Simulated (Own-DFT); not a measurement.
# Computed records: AlN (wurtzite, atoms displaced)

A calculation, not a measurement: plane-wave PBE density functional theory by an unreviewed code, no spin, of a simulated periodic cell, stress positive in tension, free energy of the whole cell less one offset for each atom, forces on such cells passed a denser k mesh, this cell's mesh not checked; offsets are fitted by least squares, one for each functional and potential file, so energies compare only between cells with the same atoms and settings and are not formation energies; the far tail of each file's local potential was reset to the Coulomb form; each entry is a single point on an unrelaxed cell, so the pressure reflects the starting lattice, mostly measured values (interpolated for alloys), from which strain is counted, and rises with the displacements; printed positions are rounded, which can move forces by about a meV/angstrom; the program, named Own-DFT, is a retired in-house code; no spin-orbit coupling. Program: Own-DFT development build.

Common to all runs: functional PBE; potential files PseudoDojo norm-conserving, scalar-relativistic, standard set; wave cutoff 42 hartree; occupations Fermi-Dirac; smearing width 0.1 eV; hardware one NVIDIA H100; k mesh 2 x 2 x 2 centred on Gamma.

(1) 
```cif
# cell vector a (Å): 12.4480 0.0000 0.0000
# cell vector b (Å): -6.2240 10.7803 0.0000
# cell vector c (Å): 0.0000 0.0000 9.9640
data_AlN
_symmetry_space_group_name_H-M 'P 1'
_symmetry_Int_Tables_number 1
_cell_length_a 12.4480
_cell_length_b 12.4480
_cell_length_c 9.9640
_cell_angle_alpha 90.000
_cell_angle_beta 90.000
_cell_angle_gamma 120.000
_cell_volume 1337.10
loop_
_atom_site_label
_atom_site_type_symbol
_atom_site_fract_x
_atom_site_fract_y
_atom_site_fract_z
_atom_site_occupancy
Al1 Al 0.08861 0.17485 0.99648 1
Al2 Al 0.16324 0.08138 0.24404 1
N1 N 0.08186 0.16430 0.19140 1
N2 N 0.17391 0.08127 0.45856 1
Al3 Al 0.08366 0.16512 0.48509 1
Al4 Al 0.17490 0.09546 0.76448 1
N3 N 0.08102 0.16503 0.70432 1
N4 N 0.16895 0.07593 0.94022 1
Al5 Al 0.07948 0.41244 0.01544 1
Al6 Al 0.16835 0.32908 0.25954 1
N5 N 0.08124 0.42129 0.19660 1
N6 N 0.17622 0.33092 0.44951 1
Al7 Al 0.08518 0.40688 0.49826 1
Al8 Al 0.15599 0.33859 0.74303 1
N7 N 0.08525 0.41602 0.69722 1
N8 N 0.16255 0.34774 0.92292 1
Al9 Al 0.07286 0.65949 0.98869 1
Al10 Al 0.16309 0.57768 0.22477 1
N9 N 0.07418 0.66871 0.19159 1
N10 N 0.15473 0.58245 0.44343 1
Al11 Al 0.08298 0.67486 0.46967 1
Al12 Al 0.15137 0.57338 0.73444 1
N11 N 0.09424 0.66309 0.71078 1
N12 N 0.15798 0.57811 0.94617 1
Al13 Al 0.07627 0.90618 0.00413 1
Al14 Al 0.17161 0.82716 0.24957 1
N13 N 0.06207 0.89972 0.18562 1
N14 N 0.15727 0.83775 0.43790 1
Al15 Al 0.08371 0.91902 0.49200 1
Al16 Al 0.15860 0.83434 0.74834 1
N15 N 0.08210 0.92838 0.68546 1
N16 N 0.15026 0.82891 0.94322 1
Al17 Al 0.34038 0.16893 0.01171 1
Al18 Al 0.42173 0.08055 0.23997 1
N17 N 0.31906 0.15214 0.17572 1
N18 N 0.41606 0.07516 0.44806 1
Al19 Al 0.32287 0.16871 0.50566 1
Al20 Al 0.42356 0.09857 0.73437 1
N19 N 0.33400 0.15713 0.69526 1
N20 N 0.40706 0.06447 0.93613 1
Al21 Al 0.33059 0.42812 0.01143 1
Al22 Al 0.42960 0.34702 0.24361 1
N21 N 0.32570 0.40743 0.19999 1
N22 N 0.39489 0.33365 0.45020 1
Al23 Al 0.33949 0.42978 0.51561 1
Al24 Al 0.42052 0.32564 0.75265 1
N23 N 0.33042 0.42157 0.68781 1
N24 N 0.41803 0.33266 0.93570 1
Al25 Al 0.34070 0.67878 0.00311 1
Al26 Al 0.42180 0.59726 0.24657 1
N25 N 0.33248 0.66757 0.17881 1
N26 N 0.42621 0.58549 0.44508 1
Al27 Al 0.32851 0.67396 0.49885 1
Al28 Al 0.42007 0.57537 0.73587 1
N27 N 0.33325 0.65926 0.69271 1
N28 N 0.41727 0.58029 0.94760 1
Al29 Al 0.32105 0.90835 0.01906 1
Al30 Al 0.41364 0.82535 0.24469 1
N29 N 0.33265 0.90369 0.18881 1
N30 N 0.40953 0.82361 0.43099 1
Al31 Al 0.34605 0.91955 0.49672 1
Al32 Al 0.41794 0.82210 0.75512 1
N31 N 0.32152 0.89223 0.69468 1
N32 N 0.41768 0.83887 0.93956 1
Al33 Al 0.58232 0.17057 0.00780 1
Al34 Al 0.66717 0.09728 0.23860 1
N33 N 0.57929 0.17052 0.18586 1
N34 N 0.66560 0.09425 0.45223 1
Al35 Al 0.58413 0.16563 0.50352 1
Al36 Al 0.66321 0.07103 0.74813 1
N35 N 0.59476 0.16651 0.68262 1
N36 N 0.67321 0.07790 0.95692 1
Al37 Al 0.58487 0.41478 0.00014 1
Al38 Al 0.65063 0.31354 0.24102 1
N37 N 0.56383 0.39856 0.20242 1
N38 N 0.66552 0.33224 0.45633 1
Al39 Al 0.59355 0.42195 0.50740 1
Al40 Al 0.66822 0.34935 0.75279 1
N39 N 0.58439 0.42040 0.68104 1
N40 N 0.66420 0.33854 0.95032 1
Al41 Al 0.59696 0.66265 0.00495 1
Al42 Al 0.66410 0.58588 0.24167 1
N41 N 0.60031 0.67632 0.19297 1
N42 N 0.68117 0.58112 0.42674 1
Al43 Al 0.59403 0.66728 0.49999 1
Al44 Al 0.65380 0.57271 0.76175 1
N43 N 0.58875 0.66216 0.68742 1
N44 N 0.67873 0.58922 0.95149 1
Al45 Al 0.59492 0.92140 0.01911 1
Al46 Al 0.65443 0.83044 0.24779 1
N45 N 0.60145 0.93043 0.19888 1
N46 N 0.66846 0.83811 0.43745 1
Al47 Al 0.58325 0.90672 0.50305 1
Al48 Al 0.66993 0.84483 0.74742 1
N47 N 0.59363 0.91444 0.68024 1
N48 N 0.65621 0.81201 0.95334 1
Al49 Al 0.83071 0.16824 0.98710 1
Al50 Al 0.90897 0.07651 0.22885 1
N49 N 0.82466 0.16930 0.18599 1
N50 N 0.94009 0.09797 0.44146 1
Al51 Al 0.81700 0.14900 0.49793 1
Al52 Al 0.91822 0.07676 0.75633 1
N51 N 0.84819 0.16949 0.68537 1
N52 N 0.92302 0.08786 0.92850 1
Al53 Al 0.83604 0.42623 0.99729 1
Al54 Al 0.91477 0.33929 0.26852 1
N53 N 0.84271 0.40244 0.18679 1
N54 N 0.94852 0.35168 0.45541 1
Al55 Al 0.83226 0.41529 0.49673 1
Al56 Al 0.92809 0.33378 0.75587 1
N55 N 0.83891 0.41152 0.67496 1
N56 N 0.90731 0.33010 0.94682 1
Al57 Al 0.85533 0.67630 0.98808 1
Al58 Al 0.91764 0.58170 0.23172 1
N57 N 0.82513 0.65420 0.18809 1
N58 N 0.89895 0.57633 0.43493 1
Al59 Al 0.83246 0.66365 0.50978 1
Al60 Al 0.91750 0.58716 0.75184 1
N59 N 0.83110 0.66254 0.70498 1
N60 N 0.91621 0.56908 0.94899 1
Al61 Al 0.82171 0.89849 0.99575 1
Al62 Al 0.90590 0.82554 0.25912 1
N61 N 0.83093 0.91619 0.18425 1
N62 N 0.91934 0.84090 0.44070 1
Al63 Al 0.83220 0.92349 0.51087 1
Al64 Al 0.91354 0.83872 0.74821 1
N63 N 0.84398 0.92226 0.68930 1
N64 N 0.89974 0.82494 0.93128 1
_calc_free_energy_of_cell_above_offsets '-26.640'  # eV
_calc_pressure 11.21  # GPa
_calc_stress_xx -13.12  # GPa
_calc_stress_yy -11.71  # GPa
_calc_stress_zz -8.81  # GPa
_calc_stress_yz 0.81  # GPa
_calc_stress_xz -0.78  # GPa
_calc_stress_xy 1.31  # GPa
_calc_wall_time 394  # s
```

Force:
```csv
element,x (eV/Å),y (eV/Å),z (eV/Å)
Al,0.437,-0.522,-1.116
Al,-0.125,-1.779,0.849
N,-0.515,0.796,-0.683
N,-3.597,-0.515,-4.19
Al,5.468,2.254,4.44
Al,-1.177,-1.758,-2.408
N,1.137,1.355,-1.572
N,-0.726,1.053,2.634
Al,-1.11,0.535,-2.56
Al,-1.457,0.099,0.381
N,1.457,-3.698,0.444
N,-1.324,1.129,-0.802
Al,7.249,4.951,3.027
Al,5.071,-2.856,0.526
N,-2.495,0.887,-3.089
N,1.98,-1.583,4.306
Al,3.229,1.618,0.77
Al,-1.082,2.83,2.394
N,3.375,-0.131,-1.206
N,3.064,0.228,-1.179
Al,-1.454,-2.424,2.124
Al,6.034,-0.41,2.963
N,-7.869,3.748,-2.143
N,1.202,0.659,0.621
Al,-2.267,2.564,-0.594
Al,-3.238,0.964,0.281
N,2.139,1.813,1.429
N,3.525,-0.178,-1.264
Al,-1.383,0.292,2.177
Al,0.72,-0.007,-0.093
N,0.722,-1.699,0.928
N,2.462,-1.096,-0.215
Al,-0.556,-1.224,-6.488
Al,-3.389,-1.182,2.009
N,2.229,0.858,6.17
N,-0.403,2.872,-2.099
Al,3.648,1.686,0.207
Al,4.826,-5.222,2.736
N,-3.403,3.586,-1.276
N,0.651,3.244,1.067
Al,-0.129,-2.571,-1.582
Al,-11.85,-6.469,5.543
N,0.823,2.713,-1.667
N,4.926,-0.485,-1.467
Al,-0.618,-1.408,-3.225
Al,-2.398,0.814,-1.317
N,1.137,-2.902,2.793
N,0.055,0.451,1.544
Al,-0.28,-2.433,-4.003
Al,1.186,-2.575,1.099
N,0.5,-0.117,2.63
N,-1.34,1.957,-1.458
Al,0.295,-3.529,1.336
Al,-1.318,2.489,2.614
N,0.061,0.167,-0.687
N,1.017,2.31,-0.517
Al,0.156,0.154,-6.625
Al,1.153,1.266,0.637
N,-0.333,1.729,3.112
N,1.521,2.641,-0.135
Al,-2.465,-2.479,2.292
Al,-1.792,0.502,-0.442
N,1.137,2.849,-1.796
N,1.191,0.23,1.826
Al,0.144,-1.942,-4.195
Al,1.609,-1.501,2.217
N,0.34,-4.517,-0.401
N,0.544,-3.834,-3.465
Al,-2.042,1.274,-0.016
Al,0.481,3.135,0.713
N,-1.806,0.477,3.325
N,-3.406,-0.128,-2.628
Al,-2.433,1.327,1.324
Al,1.2,8.007,3.744
N,11.17,5.841,-4.819
N,-0.02,-1.197,-2.959
Al,-1.865,-0.407,-3.937
Al,3.651,-2.387,-0.92
N,-0.677,-0.615,3.628
N,1.665,-1.063,-1.439
Al,-3.3,-2.234,0.374
Al,2.793,-2.183,1.427
N,-3.622,-1.494,-0.464
N,-3.058,0.287,1.85
Al,0.034,-0.436,-0.872
Al,1.601,2.341,-0.117
N,-0.506,1.428,0.421
N,0.845,-2.883,-1.105
Al,-1.046,-1.976,-2.599
Al,4.018,1.694,1.185
N,-3.878,-1.019,0.428
N,1.143,-0.836,0.425
Al,-2.16,1.389,-2.409
Al,3.566,-3.794,1.944
N,-3.16,0.134,1.457
N,-1.354,5.372,-2.83
Al,2.754,0.527,1.739
Al,-0.147,1.935,1.885
N,2.418,0.601,0.635
N,-8.509,-5.247,-2.69
Al,4.996,3.867,1.121
Al,0.285,2.557,-2.681
N,-2.062,-1.811,0.989
N,-1.175,-1.283,4.706
Al,0.761,-7.535,2.438
Al,4.468,-2.425,0.783
N,-6.378,2.98,-1.113
N,-12.12,-6.335,-4.425
Al,1.695,0.368,-0.563
Al,-2.54,-0.799,-0.699
N,-1.4,1.119,4.499
N,0.918,1.304,-1.406
Al,-2.212,-2.91,2.249
Al,-2.423,-2.134,2.821
N,0.484,1.6,-1.59
N,2.751,1.302,-0.557
Al,0.46,1.204,-0.707
Al,2.57,-1.799,-1.191
N,-1.063,0.47,-0.951
N,-2.444,5.733,-3.166
Al,-0.324,2.95,1.189
Al,-0.177,-0.327,-1.338
N,-0.444,-1.829,0.226
N,-1.361,-1.454,1.462
Al,2.051,0.608,-3.185
Al,2.815,-1.04,-0.444
N,-3.573,-1.242,0.679
N,2.762,1.745,-0.015
```

(2) 
```cif
# cell vector a (Å): 12.4480 0.0000 0.0000
# cell vector b (Å): -6.2240 10.7803 0.0000
# cell vector c (Å): 0.0000 0.0000 9.9640
data_AlN
_symmetry_space_group_name_H-M 'P 1'
_symmetry_Int_Tables_number 1
_cell_length_a 12.4480
_cell_length_b 12.4480
_cell_length_c 9.9640
_cell_angle_alpha 90.000
_cell_angle_beta 90.000
_cell_angle_gamma 120.000
_cell_volume 1337.10
loop_
_atom_site_label
_atom_site_type_symbol
_atom_site_fract_x
_atom_site_fract_y
_atom_site_fract_z
_atom_site_occupancy
Al1 Al 0.08861 0.15526 0.02353 1
Al2 Al 0.17904 0.07395 0.23681 1
N1 N 0.07048 0.16113 0.19868 1
N2 N 0.17867 0.09080 0.43906 1
Al3 Al 0.08803 0.16646 0.51706 1
Al4 Al 0.17152 0.09287 0.74590 1
N3 N 0.08684 0.15468 0.69515 1
N4 N 0.15758 0.08030 0.95711 1
Al5 Al 0.08998 0.40315 0.99933 1
Al6 Al 0.16893 0.34059 0.25472 1
N5 N 0.08007 0.41922 0.19428 1
N6 N 0.17514 0.33411 0.43467 1
Al7 Al 0.07695 0.42084 0.50470 1
Al8 Al 0.17797 0.34608 0.75727 1
N7 N 0.07140 0.41903 0.68033 1
N8 N 0.17637 0.33531 0.93560 1
Al9 Al 0.07820 0.66003 0.02187 1
Al10 Al 0.16490 0.58347 0.26195 1
N9 N 0.09091 0.66813 0.19411 1
N10 N 0.17066 0.58141 0.44286 1
Al11 Al 0.07888 0.67266 0.50473 1
Al12 Al 0.18159 0.60318 0.75502 1
N11 N 0.09481 0.68170 0.70311 1
N12 N 0.15852 0.57046 0.94811 1
Al13 Al 0.07568 0.91051 0.99249 1
Al14 Al 0.17609 0.83313 0.23763 1
N13 N 0.07723 0.90527 0.19224 1
N14 N 0.17279 0.82371 0.42006 1
Al15 Al 0.07953 0.92430 0.49004 1
Al16 Al 0.17211 0.83176 0.77058 1
N15 N 0.08044 0.91528 0.69940 1
N16 N 0.16919 0.83269 0.94372 1
Al17 Al 0.33851 0.17590 0.99542 1
Al18 Al 0.41141 0.07345 0.26201 1
N17 N 0.33528 0.17689 0.20555 1
N18 N 0.42852 0.08199 0.45683 1
Al19 Al 0.32249 0.15582 0.50771 1
Al20 Al 0.42591 0.09985 0.74717 1
N19 N 0.34003 0.17088 0.66592 1
N20 N 0.42215 0.07185 0.92212 1
Al21 Al 0.33445 0.40411 0.99891 1
Al22 Al 0.40554 0.32931 0.26363 1
N21 N 0.32919 0.41053 0.19046 1
N22 N 0.41373 0.32282 0.44639 1
Al23 Al 0.33543 0.42529 0.49928 1
Al24 Al 0.42665 0.34376 0.75910 1
N23 N 0.33675 0.41377 0.68123 1
N24 N 0.39598 0.33080 0.94387 1
Al25 Al 0.32762 0.66680 0.00629 1
Al26 Al 0.41514 0.60420 0.26431 1
N25 N 0.33382 0.66239 0.19203 1
N26 N 0.41885 0.59561 0.45212 1
Al27 Al 0.34009 0.67142 0.49239 1
Al28 Al 0.42571 0.58773 0.75379 1
N27 N 0.32831 0.66314 0.70136 1
N28 N 0.41596 0.57077 0.95855 1
Al29 Al 0.33370 0.90333 0.01015 1
Al30 Al 0.42225 0.82872 0.27345 1
N29 N 0.32219 0.90882 0.19311 1
N30 N 0.39670 0.82700 0.43003 1
Al31 Al 0.32330 0.90907 0.49740 1
Al32 Al 0.40590 0.81962 0.74335 1
N31 N 0.32282 0.91866 0.68695 1
N32 N 0.40656 0.81178 0.94700 1
Al33 Al 0.59310 0.16448 0.98553 1
Al34 Al 0.67569 0.07327 0.23446 1
N33 N 0.58331 0.17607 0.20450 1
N34 N 0.65972 0.07178 0.44628 1
Al35 Al 0.58399 0.16027 0.49455 1
Al36 Al 0.67512 0.08968 0.75688 1
N35 N 0.58096 0.16018 0.68817 1
N36 N 0.65400 0.07949 0.93894 1
Al37 Al 0.61638 0.44860 0.01192 1
Al38 Al 0.67393 0.33208 0.24813 1
N37 N 0.59879 0.41845 0.19528 1
N38 N 0.67368 0.34168 0.44531 1
Al39 Al 0.57088 0.41820 0.50531 1
Al40 Al 0.65969 0.32631 0.75434 1
N39 N 0.57444 0.42121 0.68089 1
N40 N 0.66013 0.32735 0.94796 1
Al41 Al 0.58291 0.66332 0.99254 1
Al42 Al 0.66094 0.58095 0.23954 1
N41 N 0.58109 0.67297 0.20939 1
N42 N 0.67254 0.58616 0.43897 1
Al43 Al 0.60128 0.67814 0.49221 1
Al44 Al 0.66634 0.58207 0.77252 1
N43 N 0.58550 0.67262 0.68615 1
N44 N 0.67406 0.60394 0.95798 1
Al45 Al 0.59162 0.91967 0.00661 1
Al46 Al 0.66515 0.81800 0.24877 1
N45 N 0.58028 0.91298 0.17815 1
N46 N 0.66674 0.84021 0.42855 1
Al47 Al 0.60399 0.92908 0.50406 1
Al48 Al 0.66100 0.82183 0.73825 1
N47 N 0.58503 0.91136 0.69419 1
N48 N 0.66257 0.83818 0.93622 1
Al49 Al 0.82678 0.15272 0.99642 1
Al50 Al 0.89351 0.07057 0.25976 1
N49 N 0.83151 0.16545 0.17717 1
N50 N 0.91003 0.06550 0.42979 1
Al51 Al 0.82201 0.16692 0.49471 1
Al52 Al 0.92087 0.05896 0.73590 1
N51 N 0.82063 0.14808 0.70445 1
N52 N 0.90470 0.06960 0.93656 1
Al53 Al 0.83570 0.41298 0.99377 1
Al54 Al 0.93072 0.33421 0.24015 1
N53 N 0.82598 0.40725 0.20312 1
N54 N 0.92006 0.34389 0.44879 1
Al55 Al 0.84219 0.43376 0.48511 1
Al56 Al 0.92050 0.32371 0.74789 1
N55 N 0.82335 0.40885 0.67451 1
N56 N 0.92635 0.33630 0.95997 1
Al57 Al 0.84207 0.67491 0.99186 1
Al58 Al 0.90280 0.57150 0.25214 1
N57 N 0.82708 0.65180 0.20542 1
N58 N 0.91423 0.57874 0.44358 1
Al59 Al 0.82835 0.65881 0.52359 1
Al60 Al 0.91249 0.57035 0.74707 1
N59 N 0.83656 0.66907 0.68936 1
N60 N 0.88747 0.56593 0.93374 1
Al61 Al 0.81971 0.90605 0.00596 1
Al62 Al 0.93399 0.83979 0.26492 1
N61 N 0.83613 0.92390 0.17803 1
N62 N 0.91620 0.84067 0.44982 1
Al63 Al 0.84662 0.93551 0.50733 1
Al64 Al 0.91884 0.82941 0.73968 1
N63 N 0.84825 0.90373 0.67549 1
N64 N 0.91399 0.82876 0.97106 1
_calc_stress_yy ?
```

Question: Estimate the stress yy of AlN (wurtzite, atoms displaced) (entry 2).
Answer: -13.84 GPa

Further results for AlN (wurtzite, atoms displaced) (entry 2):

* free energy of cell above offsets: -21.467 eV
* pressure: 13.2 GPa
* stress xx: -12.16 GPa
* stress zz: -13.6 GPa
* stress yz: 0.61 GPa
* stress xz: 1.11 GPa
* stress xy: -0.74 GPa
* wall time: 396.5 s

Force:
```csv
element,x (eV/Å),y (eV/Å),z (eV/Å)
Al,-5.149,1.971,-1.51
Al,-4.193,0.29,1.788
N,0.835,0.495,1.328
N,-3.662,-2.873,-1.19
Al,0.35,1.166,-4.613
Al,4.642,-3.303,2.068
N,-4.257,3.364,-0.734
N,4.556,-0.935,-2.675
Al,-1.419,1.996,1.186
Al,0.158,-1.938,-0.941
N,3.997,1.511,-1.118
N,-2.021,-0.406,2.821
Al,2.558,-0.141,-1.798
Al,-0.988,-0.805,-2.266
N,3.265,0.626,3.351
N,-0.562,-2.023,1.06
Al,0.552,-0.401,-4.434
Al,0.648,-0.164,-1.384
N,-1.76,-1.513,1.644
N,-1.019,0.743,1.205
Al,1.778,-0.236,-0.169
Al,-4.092,-4.248,1.511
N,-1.477,-3.628,-1.854
N,-0.069,1.56,-0.524
Al,1.818,0.946,1.322
Al,-5.08,-2.669,2.032
N,3.248,2.173,-1.317
N,-3.177,0.95,2.145
Al,2.628,-0.652,1.61
Al,-1.283,2.668,-3.293
N,1.601,1.129,-0.388
N,-0.85,-1.135,3.606
Al,1.1,-3.046,1.626
Al,0.95,2.221,-0.283
N,2.7,-2.766,-3.107
N,-4.185,-2.252,-2.425
Al,3.929,1.796,-6.764
Al,-0.975,-3.565,-1.984
N,-0.681,1.114,11.21
N,-1.587,1.153,3.749
Al,-7.173,5.686,4.766
Al,1.438,2.12,-0.349
N,0.038,1.528,0.621
N,-1.518,1.739,-0.221
Al,0.897,-1.235,-0.809
Al,-2.305,-2.06,-1.249
N,-0.67,1.459,2.212
N,9.713,-3.218,-4.461
Al,1.02,-4.746,0.909
Al,4.369,-4.478,-0.292
N,-3.611,2.173,0.149
N,3.199,-1.259,-1.054
Al,-3.385,-0.013,2.59
Al,-1.544,-1.35,0.279
N,4.159,-0.483,-2.884
N,-0.347,1.702,-2.58
Al,0.021,1.568,-1.921
Al,-0.178,0.843,-9.353
N,5.753,3.556,-1.087
N,2.059,0.52,7.394
Al,0.263,1.691,1.53
Al,0.133,4.632,1.524
N,2.253,-0.462,0.377
N,0.37,5.291,-2.094
Al,-6.214,1.243,3.87
Al,-4.294,1.424,1.819
N,1.206,-4.702,-2.118
N,0.714,4.291,-3.218
Al,0.76,3.484,0.654
Al,-4.495,-3.634,-0.376
N,1.655,1.597,0.388
N,5.425,-1.858,-0.106
Al,-0.136,-5.059,1.272
Al,-2.76,-0.435,3.015
N,-3.232,0.421,-1.178
N,-1.05,-1.194,-0.309
Al,2.98,-0.186,-3.21
Al,0.585,0.846,-2.028
N,2.571,1.113,4.94
N,0.205,2.207,-1.613
Al,-5.311,3.169,2.772
Al,0.804,0.324,2.883
N,0.14,-6.174,-3.279
N,-0.936,-0.268,0.544
Al,-1.36,-1.039,0.18
Al,-0.004,0.52,-3.865
N,1.443,-3.639,0.016
N,3.043,-1.92,-2.518
Al,-2.662,-1.504,-3.518
Al,0.664,7.644,-0.016
N,0.316,-0.76,4.147
N,1.408,0.023,2.073
Al,-1.746,-4.922,2.033
Al,0.39,4.569,2.398
N,-0.892,0.415,-0.814
N,1.557,-2.599,-0.921
Al,0.789,1.514,-1.496
Al,2.93,1.914,-4.046
N,0.782,0.148,2.41
N,-0.741,8.461,2.163
Al,1.58,1.198,1.209
Al,-2.408,2.841,4.127
N,5.358,2.873,-3.257
N,1.629,0.229,-0.874
Al,-0.372,-1.463,2.038
Al,-4.937,-1.875,1.645
N,4.396,1.835,-2.699
N,0.056,-3.202,-2.213
Al,-1.18,-7.96,2.575
Al,-2.269,-0.033,0.745
N,0.933,0.278,2.778
N,-1.223,-2.274,-2.618
Al,0.288,-2.871,3.499
Al,1.939,0.62,0.571
N,-0.763,3.431,-2.402
N,0.094,7.12,-0.687
Al,-0.267,0.463,-7.219
Al,0.514,0.769,-0.169
N,-0.299,-1.967,5.735
N,2.127,1.922,0.179
Al,1.374,1.477,-2.24
Al,-4.417,-2.846,-0.863
N,-0.375,-2.91,4.018
N,0.517,-1.442,-0.631
Al,-0.556,-8.085,-1.113
Al,2.583,-0.87,2.416
N,-5.295,0.647,2.017
N,-1.343,2.281,-3.995
```
